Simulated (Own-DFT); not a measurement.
# Same atoms, different arrangement: C34N2Si36, 72 atoms

These are calculations, not measurements. They come from Own-DFT, an in-house plane-wave density functional program, since retired, whose code no person has reviewed. Each row is one single-point run on a periodic cell that was not relaxed, without spin or spin-orbit coupling.

Settings of every run: PBE; PseudoDojo norm-conserving scalar-relativistic files; cutoff 42 hartree; 4 x 4 x 3 k mesh centred on Gamma; Fermi-Dirac smearing of 0.1 eV.

Known limits: not probed for a lower state with spin; forces on such cells passed a denser k mesh, each cell not checked; stress not checked against mesh or cutoff.

All cells hold the same atoms in the same cell, with vectors in Å (9.248, 0.000, 0.000); (-4.624, 8.009, 0.000); (0.000, 0.000, 10.068). Every atom was moved at random from its ideal site; u is the rms move along one axis. The defect's site can differ from row to row. E is the free energy of the cell above the lowest run. The arrangements:

- A: 4H SiC, with two N on a C site each, 3.1 Å apart
- B: 2H SiC, with two N on a C site each, 3.1 Å apart

| arrangement | u (Å) | E (eV) | P (GPa) |
|---|---|---|---|
| A | 0.0301 | 0.000 | 2.70 |
| A | 0.0309 | 0.377 | 2.84 |
| A | 0.0310 | 0.393 | 2.81 |
| A | 0.0469 | 3.623 | 4.03 |
| A | 0.0471 | 3.400 | 3.97 |
| A | 0.0516 | 4.766 | 4.56 |
| B | 0.0289 | 0.696 | 2.75 |
| B | 0.0295 | 1.068 | 2.90 |
| B | 0.0301 | 0.849 | 2.89 |
| B | 0.0476 | 5.216 | 4.10 |
| B | 0.0478 | 4.591 | 4.13 |
| B | 0.0487 | 5.048 | 4.36 |

Question: once the cost of the random moves is taken out, how do the arrangements rank?

## Worked answer

Fit E = a + b u², with one b for all and one a for each arrangement, and with residuals divided by u², since the noise grows with the moves. Then b = 2728 eV/Å², the scatter at u = 0.04 Å is 0.24 eV, and against A:

- B: 0.86 ± 0.10 eV (higher)

These are energies of unrelaxed cells. Relaxing the atoms lowers the strained arrangements most, so the gaps would shrink and small ones could change sign.
